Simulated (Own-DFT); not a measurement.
# Short bonds, stiff crystals?

Calculated, not measured: single-point runs of Own-DFT, a retired in-house plane-wave DFT program that no person has reviewed, on unrelaxed cells, without spin or spin-orbit coupling.

Keep in mind (not all hold for every row): forces on such cells moved up to 12 meV/angstrom on a denser k mesh; forces not confirmed at this smearing and k mesh; k mesh not checked against a denser one; forces on such cells passed a denser k mesh, each cell not checked; stress not checked against mesh or cutoff.

All runs are PBE with PseudoDojo norm-conserving files; cutoff and k mesh are each material's own. Every cell starts from measured lattice constants and was given uniform random strains and small random moves of its atoms. Each triple is the change of volume in per cent, the rms move u in Å and the pressure in GPa.

- wurtzite AlN (Al64N64), 10.45 Å³/atom unstrained: (-1.85, 0.051, 9.49); (-1.56, 0.049, 9.64); (-0.92, 0.053, 8.67); (-0.12, 0.047, 5.97); (0.52, 0.052, 4.63); (2.07, 0.054, 2.04); (2.07, 0.050, 1.59)
- diamond silicon (Si64), 20.02 Å³/atom unstrained: (-1.41, 0.046, 3.93); (-0.90, 0.054, 3.70); (0.91, 0.046, 1.65); (0.97, 0.054, 1.79); (1.05, 0.049, 1.75); (1.15, 0.053, 1.81); (1.66, 0.047, 1.05)
- zincblende GaP (Ga32P32), 20.24 Å³/atom unstrained: withheld
- zincblende GaAs (As32Ga32), 22.58 Å³/atom unstrained: (-1.04, 0.048, 5.14); (0.29, 0.052, 3.93); (0.64, 0.052, 3.58); (0.81, 0.053, 3.50); (1.88, 0.047, 2.58); (2.07, 0.048, 2.43); (3.84, 0.051, 1.34)
- zincblende InP (In32P32), 25.27 Å³/atom unstrained: (-1.49, 0.054, 4.89); (-1.22, 0.048, 4.56); (-0.38, 0.047, 3.76); (0.82, 0.054, 3.29); (0.92, 0.045, 2.91); (1.16, 0.048, 2.93); (3.89, 0.050, 1.03)
- grey tin (Sn64), 34.15 Å³/atom unstrained: (-2.23, 0.049, 5.04); (-2.17, 0.048, 5.09); (-2.06, 0.050, 4.80); (-1.34, 0.047, 4.36); (-0.50, 0.050, 4.02); (1.17, 0.051, 3.20); (1.78, 0.048, 2.75)

## Fit

Fit a line to each set against the fractional change of volume; B is minus its slope, and u is nearly the same within a set. To take it to zero pressure, assume that B rises by 4 GPa for each GPa: B0 = B - 4 x (mean pressure). The bond length of an ideal tetrahedral crystal with the unstrained volume v is d = (√3/4)(8 v)^(1/3). Cohen's empirical rule reads B0 = (1971 - 220 L) d^(-3.5) GPa, with L = 0 for group IV crystals and SiC and 1 for III-V compounds.

| material | L | d (Å) | B (GPa) | mean P (GPa) | B0 (GPa) | rule (GPa) |
|---|---|---|---|---|---|---|
| wurtzite AlN (Al64N64) | 1 | 1.893 | 209 ± 12 | 6.0 | 185 ± 12 | 188 |
| diamond silicon (Si64) | 0 | 2.352 | 95 ± 5 | 2.2 | 86 ± 5 | 99 |
| zincblende GaP (Ga32P32) | 1 | 2.360 | ? | ? | ? | 87 |
| zincblende GaAs (As32Ga32) | 1 | 2.448 | 78 ± 4 | 3.2 | 65 ± 4 | 76 |
| zincblende InP (In32P32) | 1 | 2.541 | 70 ± 3 | 3.3 | 56 ± 3 | 67 |
| grey tin (Sn64) | 0 | 2.810 | 55 ± 3 | 4.2 | 38 ± 3 | 53 |

A line through ln[B0/(1971 - 220 L)] against ln d has a slope of -4.2 ± 0.1 and a scatter of 4 %. Against the rule, B0 stands at 99 % for wurtzite AlN, 87 % for diamond silicon, 86 % for zincblende GaAs, 84 % for zincblende InP, 72 % for grey tin. PBE tends to make silicon and heavier crystals too soft, and the rule itself is only a guide.

## Check

The question: what B0 does the fitted trend give for zincblende GaP (Ga32P32)?

The line gives 74 GPa. Its own runs give B = 90 ± 4 GPa at a mean pressure of 3.5 GPa, so B0 = 76 GPa.
